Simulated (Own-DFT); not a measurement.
# One cell, two functionals

All numbers below are calculated, not measured. They come from Own-DFT, an in-house plane-wave density functional program, since retired, whose code no person has reviewed. Each row is one single-point run on a periodic cell that was not relaxed, without spin or spin-orbit coupling.

Known limits: forces on such cells failed a check on a denser k mesh; stress not checked against mesh or cutoff.

Each cell was run twice at the same cutoff, k mesh and smearing, with PBE and with PBEsol, on PseudoDojo norm-conserving files made for PBE. Atoms were moved at random from their sites; u is the rms move along one axis. Files made for PBEsol would give a somewhat different change.

| cell | atoms | volume (Å³/atom) | u (Å) | cutoff (hartree) | P with PBE (GPa) | P with PBEsol (GPa) | change (GPa) |
|---|---|---|---|---|---|---|---|
| C11b WSi2 (Si20W10) | 30 | 13.44 | 0.044 | 50 | 5.70 | 1.60 | -4.09 |
| C11b WSi2 (Si20W10) | 30 | 13.24 | 0.048 | 50 | 9.93 | 5.77 | -4.16 |
| C11b WSi2 (Si20W10) | 30 | 13.46 | 0.043 | 50 | 5.26 | 1.16 | -4.10 |
| C40 NbSi2 (Nb12Si24) | 36 | 14.64 | 0.051 | 42 | 2.41 | -1.25 | -3.66 |
| C40 NbSi2 (Nb12Si24) | 36 | 14.32 | 0.048 | 42 | 6.64 | 2.89 | -3.75 |
| C40 NbSi2 (Nb12Si24) | 36 | 14.99 | 0.048 | 42 | -1.58 | -5.14 | -3.55 |
| D0_22 TiAl3 (Al30Ti10) | 40 | 15.63 | 0.053 | 42 | 2.83 | 0.93 | -1.90 |
| D0_22 TiAl3 (Al30Ti10) | 40 | 15.63 | 0.020 | 42 | 1.97 | 0.07 | -1.90 |
| D0_22 TiAl3 (Al30Ti10) | 40 | 15.63 | 0.146 | 42 | 8.02 | ? | ? |
| L1_0 TiAl (Al16Ti16) | 32 | 16.06 | 0.156 | 42 | 7.55 | 4.70 | -2.85 |
| L1_0 TiAl (Al16Ti16) | 32 | 16.06 | 0.059 | 42 | 1.86 | -0.99 | -2.84 |
| L1_0 TiAl (Al16Ti16) | 32 | 16.05 | 0.047 | 42 | 1.95 | -0.90 | -2.85 |

## Worked reading

Mean change of pressure by composition, in GPa: Si2W, -4.12; NbSi2, -3.65; AlTi, -2.85; Al3Ti, -1.90. At a fixed cell PBEsol gives the lower pressure, because it favours a smaller volume than PBE. Here the change varies more between materials than between cells of one material.

## Withheld value

Question: what PBEsol pressure should the Al30Ti10 cell with the blank give?

Adding the mean change of the cells with its composition, -1.90 GPa, to 8.02 gives 6.1 GPa. The calculation gave 6.12 GPa.
